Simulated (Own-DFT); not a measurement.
# Energy and forces against displacement in 4H SiC, 72 atoms (C36Si36)

These are calculations, not measurements. They come from Own-DFT, an in-house plane-wave density functional program, since retired, whose code no person has reviewed. Each row is one single-point run on a periodic cell that was not relaxed, without spin or spin-orbit coupling.

Settings of every run: PBE; PseudoDojo norm-conserving scalar-relativistic files; cutoff 42 hartree; 4 x 4 x 3 k mesh centred on Gamma; Fermi-Dirac smearing of 0.1 eV.

Known limits: forces on such cells passed a denser k mesh, each cell not checked; stress not checked against mesh or cutoff.

Cell vectors in Å: (9.248, 0.000, 0.000); (-4.624, 8.009, 0.000); (0.000, 0.000, 10.068). In each run every atom was moved at random and independently from its ideal site; u is the rms move along one axis. E is the free energy for each atom above the fitted value at u = 0, and F the rms of the force components.

| run | u (Å) | E (meV/atom) | F (eV/Å) | largest force (eV/Å) | P (GPa) |
|---|---|---|---|---|---|
| 1 | 0.0279 | 27.0 | 0.737 | 2.39 | 3.58 |
| 2 | 0.0292 | 33.0 | 0.854 | 2.78 | 3.72 |
| 3 | 0.0309 | 36.2 | 0.858 | 2.62 | 3.78 |
| 4 | 0.0555 | 110.6 | 1.640 | 6.93 | 5.38 |
| 5 | 0.0607 | 132.4 | 1.753 | 6.95 | 6.08 |
| 6 | 0.0659 | 165.7 | 2.033 | 10.96 | 6.94 |
| 7 | 0.0995 | ? | ? | ? | ? |
| 8 | 0.1076 | 430.0 | 3.597 | 14.84 | 13.23 |

## Worked fit

For small independent moves the energy grows as E = (3/2) K u², with K the mean stiffness felt by one atom. The runs with u up to 0.11 Å give K = 24.6 ± 0.5 eV/Å², with residuals divided by u² + 0.0006 Å², since the noise grows with the moves. The scatter is 3.3 meV/atom at u = 0.05 Å. The forces follow F = G u with G = 29.5 eV/Å²; no force at u = 0 is resolved. G exceeds K because the moves of its neighbours add to the force on an atom, and stiffness differs between atoms. The pressure follows P = 2.88 + 893 u² GPa: at fixed volume, shortened bonds push harder than stretched ones pull.

## Withheld run

Question: what energy and rms force should run 7 give?

The fit gives 366 ± 14 meV/atom and about 2.94 eV/Å. The calculation gave 369.3 meV/atom and 3.095 eV/Å.
